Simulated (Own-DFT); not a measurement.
SiC (2H silicon carbide, atoms displaced), SiC (4H silicon carbide, atoms displaced) (calculated)

Computed with Own-DFT development build. A calculation, not a measurement: plane-wave PBE density functional theory by an unreviewed code, no spin, of a simulated periodic cell, stress positive in tension, free energy of the whole cell less one offset for each atom, forces on such cells passed a denser k mesh, this cell's mesh not checked; offsets are fitted by least squares, one for each functional and potential file, so energies compare only between cells with the same atoms and settings and are not formation energies; the far tail of each file's local potential was reset to the Coulomb form; each entry is a single point on an unrelaxed cell, so the pressure reflects the starting lattice, mostly measured values (interpolated for alloys), from which strain is counted, and rises with the displacements; printed positions are rounded, which can move forces by about a meV/angstrom; the program, named Own-DFT, is a retired in-house code; no spin-orbit coupling.

Common to all runs: functional PBE; potential files PseudoDojo norm-conserving, scalar-relativistic, standard set; wave cutoff 42 hartree; occupations Fermi-Dirac; smearing width 0.1 eV; hardware one NVIDIA H100; k mesh 5 x 5 x 3 centred on Gamma.

(1) 
```cif
# cell vector a (Å): 6.1654 0.0000 0.0000
# cell vector b (Å): -3.0827 5.3394 0.0000
# cell vector c (Å): 0.0000 0.0000 10.0681
data_SiC
_symmetry_space_group_name_H-M 'P 1'
_symmetry_Int_Tables_number 1
_cell_length_a 6.1654
_cell_length_b 6.1654
_cell_length_c 10.0681
_cell_angle_alpha 90.000
_cell_angle_beta 90.000
_cell_angle_gamma 120.000
_cell_volume 331.44
loop_
_atom_site_label
_atom_site_type_symbol
_atom_site_fract_x
_atom_site_fract_y
_atom_site_fract_z
_atom_site_occupancy
Si1 Si 0.00437 0.99944 0.00345 1
Si2 Si 0.16470 0.33530 0.25548 1
C1 C 0.00835 0.00772 0.19076 1
C2 C 0.15758 0.33307 0.43756 1
Si3 Si 0.00184 0.99989 0.49809 1
Si4 Si 0.16810 0.32938 0.74870 1
C3 C 0.99754 0.99579 0.68937 1
C4 C 0.16486 0.32820 0.93846 1
Si5 Si 0.00325 0.49882 0.99911 1
Si6 Si 0.17925 0.84360 0.25293 1
C5 C 0.99160 0.49963 0.19010 1
C6 C 0.16367 0.83569 0.43938 1
Si7 Si 0.01019 0.50120 0.49688 1
Si8 Si 0.16848 0.83301 0.75583 1
C7 C 0.00455 0.50324 0.68523 1
C8 C 0.16899 0.82219 0.93815 1
Si9 Si 0.49197 0.99530 0.00213 1
Si10 Si 0.65591 0.32798 0.25101 1
C9 C 0.50180 0.99912 0.18889 1
C10 C 0.66012 0.32416 0.43406 1
Si11 Si 0.49259 0.98882 0.49840 1
Si12 Si 0.66680 0.33412 0.74834 1
C11 C 0.50154 0.99770 0.68496 1
C12 C 0.66337 0.33375 0.93339 1
Si13 Si 0.49962 0.49848 0.99986 1
Si14 Si 0.66333 0.83521 0.24946 1
C13 C 0.49129 0.49758 0.19135 1
C14 C 0.67549 0.84296 0.44049 1
Si15 Si 0.49875 0.50185 0.50207 1
Si16 Si 0.67492 0.83464 0.75044 1
C15 C 0.49678 0.50077 0.68815 1
C16 C 0.67037 0.84584 0.93826 1
_calc_free_energy_of_cell_above_offsets '-4.768'  # eV
_calc_pressure 3.66  # GPa
_calc_stress_xx -3.06  # GPa
_calc_stress_yy -2.06  # GPa
_calc_stress_zz -5.85  # GPa
_calc_stress_yz -0.08  # GPa
_calc_stress_xz 0.6  # GPa
_calc_stress_xy 0.16  # GPa
_calc_wall_time 117.6  # s
```

Force:
```
element  x (eV/Å)  y (eV/Å)  z (eV/Å)
     Si    -0.311    -0.114    -0.304
     Si    -0.714     0.174    -1.391
      C    -0.367    -0.732     0.004
      C     1.987    -0.099     0.522
     Si    -0.293     0.319     1.055
     Si    -0.773     0.257     0.344
      C     0.953     0.377    -0.412
      C     0.367     0.271    -0.227
     Si    -0.638     -1.09     0.663
     Si    -1.478    -1.458    -0.427
      C     0.602     0.401    -0.171
      C     0.747    -0.482    -0.523
     Si    -2.656    -0.076     0.703
     Si     0.439    -0.106     -1.78
      C    -0.113    -0.325     0.493
      C    -1.121         1     0.632
     Si     0.952     0.963    -0.613
     Si     0.621     0.992    -0.232
      C    -0.287     0.225    -0.405
      C    -0.045       0.7     1.325
     Si      0.22      1.53     0.637
     Si     0.314    -0.304    -0.741
      C    -0.188     0.087     0.808
      C     0.346    -0.175     1.184
     Si    -0.294     0.628    -0.009
     Si     1.422    -0.273     0.428
      C     0.462     0.426     -0.58
      C    -0.634    -1.505    -0.827
     Si     0.607    -0.262    -0.757
     Si    -1.448    -0.007      0.06
      C     0.666     -0.04     0.069
      C     0.651    -1.301     0.473
```

(2) 
```cif
# cell vector a (Å): 6.1654 0.0000 0.0000
# cell vector b (Å): -3.0827 5.3394 0.0000
# cell vector c (Å): 0.0000 0.0000 10.0681
data_SiC
_symmetry_space_group_name_H-M 'P 1'
_symmetry_Int_Tables_number 1
_cell_length_a 6.1654
_cell_length_b 6.1654
_cell_length_c 10.0681
_cell_angle_alpha 90.000
_cell_angle_beta 90.000
_cell_angle_gamma 120.000
_cell_volume 331.44
loop_
_atom_site_label
_atom_site_type_symbol
_atom_site_fract_x
_atom_site_fract_y
_atom_site_fract_z
_atom_site_occupancy
Si1 Si 0.99688 0.99492 0.42447 1
Si2 Si 0.14310 0.31779 0.15093 1
C1 C 0.98247 0.97337 0.10817 1
C2 C 0.17540 0.30957 0.35954 1
Si3 Si 0.99901 0.51978 0.39103 1
Si4 Si 0.15661 0.80131 0.14451 1
C3 C 0.96699 0.47494 0.09767 1
C4 C 0.14273 0.79666 0.35635 1
Si5 Si 0.49430 0.97468 0.40753 1
Si6 Si 0.68922 0.32206 0.15161 1
C5 C 0.50550 0.99079 0.10807 1
C6 C 0.66633 0.33262 0.35216 1
Si7 Si 0.45585 0.46683 0.40281 1
Si8 Si 0.66997 0.82903 0.14711 1
C7 C 0.48921 0.51657 0.10917 1
C8 C 0.66343 0.82749 0.34610 1
Si9 Si 0.98088 0.99152 0.92499 1
Si10 Si 0.84437 0.65011 0.66682 1
C9 C 0.99934 0.99618 0.59716 1
C10 C 0.81781 0.64869 0.84890 1
Si11 Si 0.01486 0.48033 0.89679 1
Si12 Si 0.81496 0.17159 0.64215 1
C11 C 0.01356 0.50511 0.58506 1
C12 C 0.82250 0.17058 0.84181 1
Si13 Si 0.50861 0.00036 0.92478 1
Si14 Si 0.30992 0.64170 0.66045 1
C13 C 0.52778 0.05326 0.61761 1
C14 C 0.32832 0.65648 0.83274 1
Si15 Si 0.48644 0.50929 0.90221 1
Si16 Si 0.33145 0.20122 0.65435 1
C15 C 0.54116 0.51693 0.60749 1
C16 C 0.30338 0.14492 0.84909 1
_calc_free_energy_of_cell_above_offsets '8.814'  # eV
_calc_pressure 13.62  # GPa
_calc_stress_xx -16.81  # GPa
_calc_stress_yy -17.8  # GPa
_calc_stress_zz -6.25  # GPa
_calc_stress_yz 1.29  # GPa
_calc_stress_xz -1.43  # GPa
_calc_stress_xy -9.62  # GPa
_calc_wall_time 120.3  # s
```

Force:
```
element  x (eV/Å)  y (eV/Å)  z (eV/Å)
     Si    -0.663    -2.249    -3.331
     Si      2.78     0.277     2.814
      C     2.573     2.255    -1.843
      C    -9.219    -2.954    -4.745
     Si     0.781    -12.77     5.341
     Si    -0.529     1.931     3.593
      C      7.98     3.763    -4.306
      C     1.176     13.03    -4.691
     Si    -0.989      2.41     1.231
     Si    -10.12    -2.329     5.416
      C    -1.689    -0.216    -2.077
      C    -0.462    -1.695    -2.083
     Si     10.11     7.128     2.903
     Si    -1.514    -0.857     5.542
      C     0.653    -4.399    -3.493
      C     0.574    -1.055     0.055
     Si     0.995    -0.412    -4.199
     Si     0.636     3.207    -0.448
      C    -0.558     0.393     2.313
      C     1.397     0.937     1.385
     Si    -3.752     1.442     1.364
     Si     8.952     2.356     3.101
      C    -1.137    -0.921     0.307
      C     1.277     -2.26     0.927
     Si    -2.338     0.414    -4.331
     Si     3.459     3.882    -2.498
      C    -8.651    -7.353    -4.528
      C    -0.721     1.773     3.908
     Si     2.348    -3.287     1.631
     Si     1.682    -3.346     2.206
      C      -5.8    -0.635    -2.923
      C     0.775      1.54     1.462
```
